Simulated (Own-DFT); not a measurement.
# Response to strain: diamond silicon, 64 atoms (Si64)

All numbers below are calculated, not measured. The program, named Own-DFT, is a retired in-house plane-wave density functional code that no person has reviewed. Each row is one single-point run on a periodic cell that was not relaxed, without spin or spin-orbit coupling.

Settings of every run: PBE; PseudoDojo norm-conserving scalar-relativistic files; cutoff 20 hartree; 3 x 3 x 3 k mesh centred on Gamma; Fermi-Dirac smearing of 0.1 eV.

Known limits: k mesh not checked against a denser one; stress not checked against mesh or cutoff.

Unstrained cell vectors in Å: (10.862, 0.000, 0.000); (0.000, 10.862, 0.000); (0.000, 0.000, 10.862). The unstrained cell has measured lattice constants (interpolated for alloys), not those of this functional. That, the random moves and any unrelaxed bonds set the pressure at no strain. Each run strains this cell uniformly, with the atoms carried along. Every atom was also moved at random, by a Gaussian of width 0.05 Å on each axis. Strain is the symmetric tensor, in per cent. Stress is positive in tension, and the pressure is minus a third of its trace.

| run | e_xx (%) | e_yy (%) | e_zz (%) | e_yz (%) | e_xz (%) | e_xy (%) | s_xx (GPa) | s_yy (GPa) | s_zz (GPa) | s_yz (GPa) | s_xz (GPa) | s_xy (GPa) | P (GPa) | E (meV/atom) |
|---|---|---|---|---|---|---|---|---|---|---|---|---|---|---|
| 1 | -0.25 | 0.77 | 1.73 | -0.47 | -0.34 | 0.12 | -1.13 | -0.34 | 0.54 | -1.32 | -0.39 | 0.66 | 0.31 | 0.0 |
| 2 | 0.99 | 1.77 | 1.82 | 0.46 | 0.15 | 0.10 | 1.06 | 1.68 | 1.74 | 1.26 | 0.23 | 0.29 | -1.49 | 8.9 |
| 3 | 0.65 | -1.34 | 0.88 | 1.78 | -1.57 | 0.23 | -1.94 | -3.73 | -1.78 | 4.21 | -2.81 | 1.03 | 2.49 | 23.6 |
| 4 | 0.54 | -0.51 | -1.38 | -1.84 | -1.61 | -0.09 | -3.15 | -4.31 | -5.11 | -4.48 | -3.02 | -0.63 | 4.19 | 40.2 |
| 5 | 0.76 | 0.58 | 0.86 | 1.57 | -1.59 | -0.46 | -0.66 | -0.85 | -0.58 | 2.36 | -3.67 | -0.61 | 0.70 | 19.2 |
| 6 | -1.32 | 0.54 | 1.99 | -0.69 | -1.42 | 0.06 | -3.09 | -1.60 | -0.14 | -2.23 | -2.70 | 0.43 | 1.61 | 23.5 |
| 7 | 0.91 | 1.96 | -0.28 | 0.31 | 0.54 | 1.84 | -0.13 | 0.90 | -1.07 | 0.10 | 1.20 | 2.97 | 0.10 | 9.5 |
| 8 | -1.23 | 1.77 | -1.87 | 1.92 | 1.94 | -0.49 | -5.21 | -2.35 | -5.74 | 4.90 | 3.90 | -1.87 | 4.43 | 59.5 |
| 9 | 1.88 | -1.52 | -0.50 | -0.10 | 0.93 | -1.62 | -0.96 | -3.95 | -3.19 | 0.34 | 2.36 | -2.41 | 2.70 | 21.5 |
| 10 | 0.89 | -0.67 | -1.48 | 1.19 | -0.37 | -1.06 | -2.84 | -4.39 | -5.13 | 3.26 | -1.29 | -1.82 | 4.12 | 35.2 |
| 11 | -0.95 | -0.84 | 0.11 | 1.28 | 1.68 | 1.14 | -4.85 | -4.73 | -3.93 | 1.72 | 3.84 | 3.84 | 4.50 | 35.9 |
| 12 | 0.99 | 0.50 | 0.60 | -0.67 | 0.86 | -1.90 | -0.88 | -1.00 | -1.23 | -1.67 | -0.10 | -5.41 | 1.04 | 35.6 |
| 13 | 0.26 | -1.89 | -1.17 | -0.76 | -1.43 | -1.27 | -4.75 | -6.43 | -5.99 | -2.62 | -3.25 | -3.07 | 5.72 | 47.2 |
| 14 | 1.10 | -0.44 | -1.29 | 1.03 | 1.35 | -0.55 | -2.04 | -3.50 | -4.26 | 2.74 | 2.67 | -1.98 | 3.27 | 24.7 |
| 15 | 1.55 | -1.59 | -0.87 | 0.15 | -1.29 | -1.22 | -1.90 | -4.75 | -4.15 | -0.51 | -2.42 | -2.99 | 3.60 | 32.6 |
| 16 | -0.53 | -0.77 | 0.22 | -0.58 | 0.47 | -0.56 | -3.79 | -4.06 | -3.28 | -0.99 | 1.54 | -1.44 | 3.71 | 21.0 |
| 17 | -1.00 | -0.30 | 0.52 | 0.62 | 0.62 | 0.67 | ? | ? | ? | ? | ? | ? | ? | ? |

E is the free energy for each atom above the lowest run shown.

## Worked fit

Each stress component was fitted by least squares to a constant and the strains of the runs shown, as fractions, with shears doubled. Shear strains stay in the fit of a normal stress only where such slopes are resolved. The slopes, in GPa:

```
stress  at no strain  per e_xx  per e_yy  per e_zz  scatter
  s_xx          -2.8   162 ± 6    62 ± 5    74 ± 5     0.22
  s_yy          -2.8    73 ± 5   153 ± 4    71 ± 4     0.16
  s_zz          -2.9    72 ± 6    65 ± 5   163 ± 4     0.20
```

Each shear stress against twice its own strain: yz 116 ± 9, xz 103 ± 7, xy 116 ± 10 GPa. These are stiffnesses along x, y and z of the frame in which the cell vectors are given, which need not be the crystal's axes. The atoms are held to the strained lattice; where symmetry lets them move under strain, relaxing them would lower some slopes. The table should be nearly symmetric about its diagonal, and what it lacks of that shows the noise. A ninth of its sum, 99 ± 2 GPa, estimates the bulk modulus near the mean pressure of these runs, 2.6 GPa, so it lies above the value at zero pressure.

## Withheld run

Question: what normal stresses and pressure should run 17 give?

The fit gives s_xx = -4.2, s_yy = -3.6, s_zz = -2.9 and P = 3.6 GPa. The calculation gave -4.15, -3.41, -2.63 and P = 3.40 GPa.
